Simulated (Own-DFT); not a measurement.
Hf$_{36}$O$_{71}$ (tetragonal hafnia with one neutral oxygen vacancy, atoms displaced) (calculated)

All values are calculated (Own-DFT development build). A calculation, not a measurement: plane-wave PBE and HSE06 DFT by an unreviewed code, no spin, of a simulated cell at Gamma alone, so results move with cell size and shape, stress positive in tension, energies less offsets, not probed for a lower state with spin; hafnium file: forces about 75 meV/angstrom off all-electron values; oxygen file: force components 24 meV/angstrom off all-electron in a glass; k mesh not checked against a denser one; forces and stress are PBE's, HSE06 gives the energy alone, and its difference from PBE has offsets of its own; offsets are fitted by least squares, one for each functional and potential file, so energies compare only between cells with the same atoms and settings and are not formation energies; the far tail of each file's local potential was reset to the Coulomb form; each entry is a single point on an unrelaxed cell, so the pressure reflects the starting lattice, taken from the Materials Project, from which strain is counted, and rises with the displacements; printed positions are rounded, which can move forces by about a meV/angstrom; the program is a retired in-house code; no spin-orbit coupling.

Common to all runs: first functional PBE; second functional HSE06; exact exchange share 0.25; screening 0.11 1/bohr; exchange divergence Gygi-Baldereschi; potential files PseudoDojo norm-conserving, scalar-relativistic, made for PBE, standard set; wave cutoff 48 hartree; occupations fixed; k mesh 1 x 1 x 1 centred on Gamma.

(1) Hf$_{36}$O$_{71}$ (tetragonal hafnia with one neutral oxygen vacancy, atoms displaced)

```cif
# cell vector a (Å): 10.7800 0.0000 0.0000
# cell vector b (Å): 0.0000 10.7800 0.0000
# cell vector c (Å): 0.0000 0.0000 10.4493
data_Hf36O71
_symmetry_space_group_name_H-M 'P 1'
_symmetry_Int_Tables_number 1
_cell_length_a 10.7800
_cell_length_b 10.7800
_cell_length_c 10.4493
_cell_angle_alpha 90.000
_cell_angle_beta 90.000
_cell_angle_gamma 90.000
_cell_volume 1214.30
loop_
_atom_site_label
_atom_site_type_symbol
_atom_site_fract_x
_atom_site_fract_y
_atom_site_fract_z
_atom_site_occupancy
Hf1 Hf 0.00192 0.00581 0.98829 1
Hf2 Hf 0.16446 0.15804 0.25616 1
O1 O 0.00210 0.16525 0.15572 1
O2 O 0.15845 0.99817 0.36022 1
O3 O 0.99602 0.16627 0.40529 1
O4 O 0.17072 0.99664 0.09658 1
Hf3 Hf 0.00565 0.00455 0.49989 1
Hf4 Hf 0.16103 0.16817 0.74168 1
O5 O 0.99198 0.16088 0.64991 1
O6 O 0.17069 0.99516 0.84831 1
O7 O 0.00260 0.15965 0.89476 1
O8 O 0.16556 0.99510 0.60449 1
Hf5 Hf 0.00523 0.33285 0.99146 1
Hf6 Hf 0.16761 0.49894 0.25340 1
O9 O 0.99735 0.49509 0.15311 1
O10 O 0.17006 0.33621 0.34856 1
O11 O 0.99666 0.49631 0.40595 1
O12 O 0.16713 0.34124 0.08555 1
Hf7 Hf 0.00180 0.33292 0.50184 1
Hf8 Hf 0.16439 0.50327 0.76560 1
O13 O 0.98944 0.49809 0.65312 1
O14 O 0.16741 0.34799 0.84588 1
O15 O 0.99746 0.50799 0.89567 1
O16 O 0.16376 0.33305 0.60773 1
Hf9 Hf 0.00046 0.66537 0.99442 1
Hf10 Hf 0.16521 0.83031 0.24622 1
O17 O 0.00995 0.83529 0.15564 1
O18 O 0.16581 0.66784 0.34240 1
O19 O 0.99365 0.83780 0.40231 1
O20 O 0.16940 0.66883 0.09898 1
Hf11 Hf 0.00975 0.65736 0.50189 1
Hf12 Hf 0.17072 0.82458 0.74846 1
O21 O 0.00095 0.83630 0.66136 1
O22 O 0.16671 0.66526 0.84918 1
O23 O 0.99663 0.82518 0.89798 1
O24 O 0.16227 0.65999 0.59753 1
Hf13 Hf 0.33675 0.99520 0.99807 1
Hf14 Hf 0.50390 0.17168 0.25069 1
O25 O 0.32632 0.16635 0.15045 1
O26 O 0.49665 0.99903 0.34796 1
O27 O 0.33653 0.14976 0.39840 1
O28 O 0.50180 0.00455 0.10550 1
Hf15 Hf 0.33615 0.99776 0.50701 1
Hf16 Hf 0.49495 0.16945 0.76019 1
O29 O 0.33957 0.16000 0.64721 1
O30 O 0.50578 0.00751 0.84003 1
O31 O 0.32893 0.16697 0.89085 1
O32 O 0.50562 0.00032 0.59748 1
Hf17 Hf 0.33362 0.33017 0.99832 1
Hf18 Hf 0.50770 0.50221 0.24431 1
O33 O 0.34163 0.49880 0.15922 1
O34 O 0.49526 0.33301 0.34335 1
O35 O 0.34370 0.49891 0.39927 1
O36 O 0.50144 0.33594 0.10435 1
Hf19 Hf 0.33958 0.33217 0.49359 1
Hf20 Hf 0.50173 0.49757 0.73682 1
O37 O 0.32983 0.50343 0.64628 1
O38 O 0.50401 0.33084 0.85156 1
O39 O 0.33443 0.50058 0.90507 1
O40 O 0.50107 0.33813 0.59650 1
Hf21 Hf 0.33091 0.65807 0.99387 1
Hf22 Hf 0.49759 0.83300 0.24448 1
O41 O 0.33135 0.83052 0.14298 1
O42 O 0.50212 0.67348 0.34725 1
O43 O 0.33968 0.83652 0.41809 1
O44 O 0.49172 0.66635 0.09188 1
Hf23 Hf 0.33343 0.67130 0.50041 1
Hf24 Hf 0.49710 0.83053 0.74780 1
O45 O 0.33347 0.83068 0.65660 1
O46 O 0.49708 0.66619 0.84792 1
O47 O 0.34589 0.82865 0.90664 1
O48 O 0.50532 0.65793 0.59637 1
Hf25 Hf 0.66357 0.00404 0.99831 1
Hf26 Hf 0.83652 0.16683 0.25004 1
O49 O 0.66734 0.16263 0.15702 1
O50 O 0.83316 0.99989 0.34935 1
O51 O 0.66836 0.16604 0.39189 1
O52 O 0.82582 0.99793 0.09622 1
Hf27 Hf 0.66951 0.00210 0.50080 1
Hf28 Hf 0.83422 0.16297 0.75354 1
O53 O 0.67000 0.16456 0.64402 1
O54 O 0.83232 0.99865 0.84402 1
O55 O 0.66917 0.17081 0.90240 1
O56 O 0.84138 0.00737 0.59579 1
Hf29 Hf 0.66355 0.32186 0.99852 1
Hf30 Hf 0.83462 0.49801 0.24873 1
O57 O 0.66545 0.49450 0.15294 1
O58 O 0.83416 0.33436 0.34936 1
O59 O 0.67284 0.49950 0.40760 1
O60 O 0.82690 0.32976 0.09082 1
Hf31 Hf 0.66689 0.33095 0.49729 1
Hf32 Hf 0.82754 0.50090 0.75607 1
O61 O 0.82910 0.33620 0.84793 1
O62 O 0.66687 0.50845 0.90442 1
O63 O 0.82576 0.33992 0.59496 1
Hf33 Hf 0.66603 0.66816 0.99856 1
Hf34 Hf 0.84135 0.83018 0.25133 1
O64 O 0.66530 0.83619 0.15791 1
O65 O 0.83157 0.66899 0.34768 1
O66 O 0.65762 0.83325 0.40127 1
O67 O 0.83499 0.65944 0.09771 1
Hf35 Hf 0.66167 0.66939 0.49406 1
Hf36 Hf 0.82883 0.83423 0.74897 1
O68 O 0.66780 0.84136 0.65196 1
O69 O 0.83934 0.66535 0.84426 1
O70 O 0.66669 0.83881 0.90332 1
O71 O 0.83398 0.66690 0.60400 1
```

* PBE energy of cell above offsets: -96.650 eV
* HSE06 less PBE above offsets: 0.100 eV
* PBE pressure: 2.15 GPa
* PBE stress xx: -0.36 GPa
* PBE stress yy: -3.42 GPa
* PBE stress zz: -2.67 GPa
* PBE stress yz: 0.26 GPa
* PBE stress xz: -0.23 GPa
* PBE stress xy: -0.03 GPa

Force:
```
element  x (eV/Å)  y (eV/Å)  z (eV/Å)
     Hf     0.013    -3.343      2.02
     Hf       1.1     -0.16    -0.101
      O     0.332     0.101    -1.131
      O     0.534    -0.141     -1.43
      O      0.55     1.033    -0.617
      O    -0.715     0.522    -0.074
     Hf    -1.002    -1.804     0.265
     Hf     1.431    -0.562    -0.235
      O     1.642     1.092     0.376
      O    -0.284     0.053    -0.063
      O     0.355     2.554    -0.401
      O      0.61     0.817     0.174
     Hf    -1.439     1.155     1.068
     Hf     0.685     0.116    -1.374
      O     0.984    -0.279    -0.157
      O     -0.03    -1.139     0.104
      O     0.718     0.271    -0.797
      O     -0.24     -0.04     0.669
     Hf    -1.241      0.43     0.876
     Hf     -0.29     0.503    -4.365
      O     1.882    -0.063     0.118
      O    -0.618    -4.187      1.45
      O     0.504    -1.971     0.702
      O     0.545    -0.939    -1.075
     Hf    -0.571     0.794     1.341
     Hf     0.871     1.004     0.093
      O    -2.002    -0.154    -0.946
      O     0.143    -0.576       1.3
      O     0.444    -1.445     0.444
      O    -0.731    -0.768    -0.367
     Hf    -3.787      1.52     0.091
     Hf    -2.187      2.01     0.274
      O     0.505    -0.322    -0.568
      O     0.506      0.91     0.883
      O     0.367     1.732     1.057
      O     1.807     0.753     0.613
     Hf    -0.576     0.134     0.736
     Hf    -0.865     -2.07     0.174
      O     0.427     0.606    -0.203
      O     0.299     0.053    -0.415
      O    -0.702     2.806     0.129
      O    -0.627    -0.064    -1.714
     Hf     0.893     1.048     0.066
     Hf      0.71    -0.116    -2.907
      O    -1.217     0.712     0.391
      O    -0.362    -1.689     1.548
      O     0.059     0.324     0.848
      O    -0.996    -0.492     0.076
     Hf     0.716    -0.002     0.834
     Hf      -1.3     0.337     1.237
      O    -1.904    -0.128    -0.804
      O     0.017     0.327     1.113
      O     -0.82     0.727     0.776
      O    -0.452    -0.854    -1.083
     Hf    -0.661    -0.014     0.148
     Hf     0.527     0.554     0.888
      O      0.08    -0.191     0.856
      O    -0.339     1.131     0.098
      O    -0.336    -1.688     -0.91
      O    -0.279     0.309     0.186
     Hf     0.682     1.683     1.742
     Hf     0.765     1.164     0.698
      O     0.024       0.7     1.363
      O     -0.28    -1.339     -0.13
      O     -0.68     -1.08    -1.595
      O     1.827     -0.17     0.525
     Hf     0.667     -1.98    -0.118
     Hf     1.564     0.387     0.799
      O     0.218    -0.615    -0.488
      O     0.307    -0.357    -1.187
      O    -0.357     0.818     -1.04
      O    -1.077     0.245     0.526
     Hf     0.261    -1.008     1.204
     Hf    -1.069      -0.5      0.53
      O     0.157     0.615    -1.363
      O     0.007     0.028    -0.693
      O    -0.372      0.33     0.771
      O     1.874     0.292    -0.716
     Hf     0.216    -0.211     -0.49
     Hf    -1.714      0.55    -1.886
      O    -0.457     0.224     1.187
      O     0.286     0.699     0.882
      O     0.056    -1.894    -0.897
      O    -1.345    -0.655     0.246
     Hf     0.204     3.279     0.974
     Hf    -0.657     0.566     0.311
      O     1.168     0.649    -0.162
      O     0.169    -0.438     -0.69
      O     -0.68     0.056    -0.176
      O     1.774    -0.222     0.306
     Hf     0.698     -0.36      0.25
     Hf     -0.87     0.451    -1.871
      O     0.796     -1.13      0.09
      O    -0.085    -1.523    -0.455
      O     1.031    -0.046     0.147
     Hf    -0.285     0.452     0.387
     Hf    -0.776     0.939     0.329
      O     0.289    -0.704    -0.645
      O     0.131    -0.893    -0.344
      O     0.681     0.519     0.513
      O     0.003     0.613    -0.264
     Hf     2.241      0.29     0.204
     Hf     1.082     -1.31    -0.714
      O    -0.662    -0.395    -0.021
      O    -0.787     0.926      0.93
      O    -0.114    -0.847    -0.083
      O    -0.591    -0.045    -1.172
```

(2) Hf$_{36}$O$_{71}$ (tetragonal hafnia with one neutral oxygen vacancy, atoms displaced)

```cif
# cell vector a (Å): 10.7800 0.0000 0.0000
# cell vector b (Å): 0.0000 10.7800 0.0000
# cell vector c (Å): 0.0000 0.0000 10.4493
data_Hf36O71
_symmetry_space_group_name_H-M 'P 1'
_symmetry_Int_Tables_number 1
_cell_length_a 10.7800
_cell_length_b 10.7800
_cell_length_c 10.4493
_cell_angle_alpha 90.000
_cell_angle_beta 90.000
_cell_angle_gamma 90.000
_cell_volume 1214.30
loop_
_atom_site_label
_atom_site_type_symbol
_atom_site_fract_x
_atom_site_fract_y
_atom_site_fract_z
_atom_site_occupancy
Hf1 Hf 0.00174 0.00139 0.00033 1
Hf2 Hf 0.15953 0.16783 0.26003 1
O1 O 0.00160 0.17255 0.15900 1
O2 O 0.16734 0.99458 0.34948 1
O3 O 0.99615 0.17028 0.40756 1
O4 O 0.17445 0.99468 0.10322 1
Hf3 Hf 0.00569 0.99732 0.50146 1
Hf4 Hf 0.18583 0.16008 0.75009 1
O5 O 0.00316 0.18074 0.64496 1
O6 O 0.16470 0.00348 0.84600 1
O7 O 0.99970 0.16726 0.90687 1
O8 O 0.15620 0.01346 0.60402 1
Hf5 Hf 0.00453 0.33463 0.00690 1
Hf6 Hf 0.16649 0.50613 0.24714 1
O9 O 0.99825 0.50193 0.15979 1
O10 O 0.17109 0.33994 0.33790 1
O11 O 0.99525 0.48745 0.39803 1
O12 O 0.16433 0.34432 0.09951 1
Hf7 Hf 0.99607 0.33297 0.50902 1
Hf8 Hf 0.17220 0.49147 0.74561 1
O13 O 0.00358 0.50198 0.66290 1
O14 O 0.18724 0.33331 0.83425 1
O15 O 0.98521 0.50622 0.90082 1
O16 O 0.18039 0.33684 0.59799 1
Hf9 Hf 0.00413 0.65639 0.00521 1
Hf10 Hf 0.16860 0.82831 0.26384 1
O17 O 0.01077 0.83509 0.15201 1
O18 O 0.16106 0.66661 0.35417 1
O19 O 0.98694 0.83288 0.40125 1
O20 O 0.16853 0.65086 0.10902 1
Hf11 Hf 0.00275 0.66536 0.49465 1
Hf12 Hf 0.14915 0.82037 0.74859 1
O21 O 0.01297 0.82906 0.64382 1
O22 O 0.17022 0.68015 0.85295 1
O23 O 0.98850 0.83675 0.89949 1
O24 O 0.16532 0.66942 0.59336 1
Hf13 Hf 0.32424 0.98789 0.99576 1
Hf14 Hf 0.51019 0.16421 0.24551 1
O25 O 0.32945 0.17975 0.15101 1
O26 O 0.50891 0.98658 0.34732 1
O27 O 0.33080 0.17538 0.40334 1
O28 O 0.49550 0.99733 0.08738 1
Hf15 Hf 0.33227 0.00152 0.49229 1
Hf16 Hf 0.49652 0.16671 0.75638 1
O29 O 0.33464 0.16779 0.64831 1
O30 O 0.50533 0.00661 0.84488 1
O31 O 0.32447 0.16804 0.90027 1
O32 O 0.50302 0.00160 0.59621 1
Hf17 Hf 0.33046 0.32654 0.00625 1
Hf18 Hf 0.49497 0.49931 0.24681 1
O33 O 0.33525 0.50310 0.15640 1
O34 O 0.49114 0.32763 0.33886 1
O35 O 0.33576 0.50259 0.40485 1
O36 O 0.50365 0.31362 0.09536 1
Hf19 Hf 0.33521 0.32033 0.50216 1
Hf20 Hf 0.50004 0.49790 0.75800 1
O37 O 0.33722 0.50843 0.65131 1
O38 O 0.50709 0.33062 0.83567 1
O39 O 0.33404 0.50250 0.90089 1
O40 O 0.51146 0.32667 0.60292 1
Hf21 Hf 0.32598 0.67047 0.00313 1
Hf22 Hf 0.50905 0.83353 0.24468 1
O41 O 0.33787 0.81987 0.15580 1
O42 O 0.49564 0.65984 0.35030 1
O43 O 0.33755 0.83031 0.39325 1
O44 O 0.49378 0.66167 0.11201 1
Hf23 Hf 0.34972 0.67236 0.49552 1
Hf24 Hf 0.49375 0.83394 0.75559 1
O45 O 0.33872 0.83337 0.65247 1
O46 O 0.49148 0.67317 0.86002 1
O47 O 0.33908 0.84072 0.90408 1
O48 O 0.49738 0.66029 0.58833 1
Hf25 Hf 0.67404 0.97522 0.01178 1
Hf26 Hf 0.81815 0.15968 0.25873 1
O49 O 0.66738 0.17356 0.16422 1
O50 O 0.83340 0.99567 0.34712 1
O51 O 0.82853 0.00142 0.09591 1
Hf27 Hf 0.67250 0.00777 0.49847 1
Hf28 Hf 0.82533 0.15863 0.72575 1
O52 O 0.67102 0.15430 0.64674 1
O53 O 0.82620 0.00977 0.85073 1
O54 O 0.66636 0.16652 0.90219 1
O55 O 0.83753 0.00822 0.59141 1
Hf29 Hf 0.67265 0.32855 0.00227 1
Hf30 Hf 0.83789 0.49351 0.24481 1
O56 O 0.66559 0.50016 0.15413 1
O57 O 0.82945 0.33043 0.33995 1
O58 O 0.67991 0.49477 0.39471 1
O59 O 0.82790 0.32413 0.09114 1
Hf31 Hf 0.65051 0.34049 0.49685 1
Hf32 Hf 0.82886 0.49325 0.75505 1
O60 O 0.65776 0.49849 0.64841 1
O61 O 0.82148 0.33543 0.84769 1
O62 O 0.66347 0.49496 0.88349 1
O63 O 0.84054 0.33408 0.60468 1
Hf33 Hf 0.66319 0.66756 0.00235 1
Hf34 Hf 0.84074 0.82428 0.25779 1
O64 O 0.67005 0.83210 0.14854 1
O65 O 0.84056 0.65461 0.35401 1
O66 O 0.66386 0.82508 0.40356 1
O67 O 0.82040 0.65039 0.09194 1
Hf35 Hf 0.65120 0.65653 0.50403 1
Hf36 Hf 0.82602 0.82878 0.75473 1
O68 O 0.66268 0.83930 0.66741 1
O69 O 0.83705 0.66518 0.85238 1
O70 O 0.66954 0.81611 0.88936 1
O71 O 0.82589 0.66431 0.58841 1
```

- PBE energy of cell above offsets: -90.603 eV
- HSE06 less PBE above offsets: 0.382 eV
- PBE pressure: 5.02 GPa
- PBE stress xx: -6.66 GPa
- PBE stress yy: -3.41 GPa
- PBE stress zz: -4.99 GPa
- PBE stress yz: 0.72 GPa
- PBE stress xz: -0.94 GPa
- PBE stress xy: 0.24 GPa

Force:
```
element  x (eV/Å)  y (eV/Å)  z (eV/Å)
     Hf     0.109     0.897    -0.433
     Hf     0.678     1.053    -1.153
      O    -0.351    -0.491    -0.234
      O    -0.027     0.605     1.275
      O     0.754    -1.176    -0.572
      O    -1.378     0.098    -0.086
     Hf    -0.767     1.541    -0.253
     Hf    -3.943     1.035     0.117
      O     0.268    -0.834      1.35
      O     0.025    -2.072      0.89
      O     0.702     0.814     0.735
      O     2.643    -0.597    -0.955
     Hf    -2.062    -1.689    -1.282
     Hf     0.885    -1.417     1.916
      O       0.7     0.166    -2.285
      O     0.148    -1.355      0.83
      O     0.533     1.527     0.737
      O     0.226     0.168    -0.841
     Hf     1.207    -0.234     -0.28
     Hf     1.041     1.369    -0.907
      O    -0.202     -0.18    -0.928
      O    -1.132    -0.253     1.778
      O     1.675    -1.774     1.179
      O    -1.783     0.361    -0.294
     Hf    -1.695     1.441    -0.575
     Hf     0.955     0.243    -2.109
      O    -1.617    -0.729     0.327
      O    -0.521     0.055    -0.136
      O     0.794     0.128    -0.304
      O    -0.837     0.979    -1.269
     Hf    -1.269    -1.796     0.917
     Hf     3.893     2.797    -0.058
      O    -4.765     0.479    -1.443
      O    -0.373    -3.282     1.962
      O     0.724    -0.463     0.332
      O     0.925     0.094      0.47
     Hf     0.851     3.568     1.216
     Hf    -3.543     0.018     -0.04
      O    -0.484    -0.576     0.913
      O    -0.373     2.819    -0.008
      O    -0.277    -4.339    -1.049
      O     0.926    -0.296     1.361
     Hf     0.972    -0.725     1.519
     Hf     1.953    -0.798    -0.408
      O     1.629    -0.436    -0.892
      O    -0.452    -1.945     0.223
      O     0.991    -1.075    -0.132
      O    -0.958     0.299    -1.248
     Hf     0.552     0.395    -0.052
     Hf      0.67     0.174     0.327
      O    -0.358    -0.789    -1.014
      O     1.396     0.322     1.446
      O     0.086    -0.618     0.081
      O    -0.521     1.098    -0.547
     Hf     0.436     4.497     0.158
     Hf     -0.64     0.727     0.156
      O     0.196    -0.324     0.573
      O    -1.124     0.465     1.542
      O    -0.123    -0.193     1.051
      O    -3.166    -0.287    -0.137
     Hf     1.982    -0.804    -0.223
     Hf    -1.611    -1.751     0.877
      O    -1.353     0.547    -0.371
      O      0.82       0.9     0.053
      O      -0.5     1.537     0.694
      O     1.351     0.369    -1.625
     Hf    -4.222    -1.854    -0.223
     Hf     0.459     1.241     0.016
      O    -1.529     0.242      -0.6
      O     0.146    -0.887    -0.757
      O    -0.102     -2.47    -0.802
      O     0.709     0.703     3.649
     Hf    -1.776      2.58    -4.299
     Hf     3.634      1.61      0.07
      O     0.016    -0.884    -1.318
      O    -0.822     -0.41     0.153
      O     1.972    -0.032     1.343
     Hf    -1.757     -1.25     -0.15
     Hf     3.513     1.769     4.138
      O    -3.098     0.431    -1.796
      O      0.14    -2.163    -0.643
      O    -0.542    -0.442      0.91
      O     0.516    -0.882     0.356
     Hf    -1.154    -0.037    -2.705
     Hf    -2.334     0.154     1.763
      O    -0.718    -0.677    -0.703
      O     -0.31     -1.29     0.537
      O    -1.773     0.511     1.077
      O     2.652     0.746      1.19
     Hf     3.796    -0.371     -1.23
     Hf    -0.049     0.483    -0.697
      O     0.564     0.126    -0.844
      O     0.737    -1.058    -0.231
      O    -0.303     1.511     2.353
      O     -2.86     0.488    -0.665
     Hf    -1.397    -2.879    -0.755
     Hf     0.076    -0.741      0.58
      O     0.677    -0.298    -0.361
      O     0.346       1.6    -2.124
      O     0.589     0.254     0.025
      O     3.013     1.136     1.044
     Hf     4.491     0.151    -2.051
     Hf     0.647     -0.38     0.122
      O    -0.019    -0.203    -1.699
      O    -0.247     0.288    -0.837
      O     0.229     2.205     2.214
      O     0.593     0.683      1.09
```
